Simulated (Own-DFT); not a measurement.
# One host, several defects: zincblende GaAs

Calculated, not measured: single-point runs of Own-DFT, a retired in-house plane-wave DFT program that no person has reviewed, on unrelaxed cells, without spin or spin-orbit coupling.

Method: PBE; PseudoDojo norm-conserving scalar-relativistic files; cutoff 42 hartree; 3 x 3 x 3 k mesh centred on Gamma; Fermi-Dirac smearing of 0.1 eV.

Keep in mind (not all hold for every row): not probed for a lower state with spin; forces not confirmed at this smearing and k mesh; stress not checked against mesh or cutoff.

All runs share one cell, with vectors in Å (10.862, 0.000, 0.000); (0.000, 10.862, 0.000); (0.000, 0.000, 11.796) and a volume of 1391.7 Å³, strained against the parent crystal. The atoms are randomly displaced, by u rms on each axis. The defect's site can differ from row to row.

| cell | formula | u (Å) | P (GPa) |
|---|---|---|---|
| no defect | As32Ga32 | 0.0330 | 6.72 |
| no defect | As32Ga32 | 0.0481 | 7.06 |
| no defect | As32Ga32 | 0.0550 | 7.13 |
| one Al on a Ga site | AlAs32Ga31 | 0.0315 | 6.64 |
| one Al on a Ga site | AlAs32Ga31 | 0.0319 | 6.71 |
| one Al on a Ga site | AlAs32Ga31 | 0.0522 | 7.08 |
| one P on an As site | As31Ga32P | 0.0305 | 6.39 |
| one P on an As site | As31Ga32P | 0.0309 | 6.41 |
| one P on an As site | As31Ga32P | 0.0469 | ? |
| one P on an As site | As31Ga32P | 0.0500 | 6.75 |
| one As vacancy and one Ga vacancy | As31Ga31 | 0.0288 | 5.90 |
| one As vacancy and one Ga vacancy | As31Ga31 | 0.0496 | 6.42 |
| one As vacancy and one Ga vacancy | As31Ga31 | 0.0518 | 6.45 |
| one In on a Ga site | As32Ga31In | 0.0283 | 7.38 |
| one In on a Ga site | As32Ga31In | 0.0297 | 7.44 |
| one In on a Ga site | As32Ga31In | 0.0302 | 7.43 |

## Worked fit

P = P0 + c u² + a shift for each defect gives P0 = 6.44 GPa, c = 248 ± 16 GPa/Å² and a scatter of 0.05 GPa. The shifts, and each times the cell's volume:

- one In on a Ga site: 0.76 ± 0.04 GPa, 6.6 eV
- one Al on a Ga site: -0.03 ± 0.04 GPa, -0.2 eV (not resolved)
- one P on an As site: -0.29 ± 0.04 GPa, -2.5 eV
- one As vacancy and one Ga vacancy: -0.68 ± 0.04 GPa, -5.9 eV

Against the defect-free cell, a freed cell would be larger where the shift is positive and smaller where it is negative (160.2 GPa Å³ is 1 eV). The atoms around the defects weren't relaxed, which would change these numbers.

## Test on the hidden row

Asked: what pressure belongs in the blank (one P on an As site, u = 0.0469 Å)?

From the fit: 6.70 ± 0.05 GPa. The hidden result is 6.61 GPa.
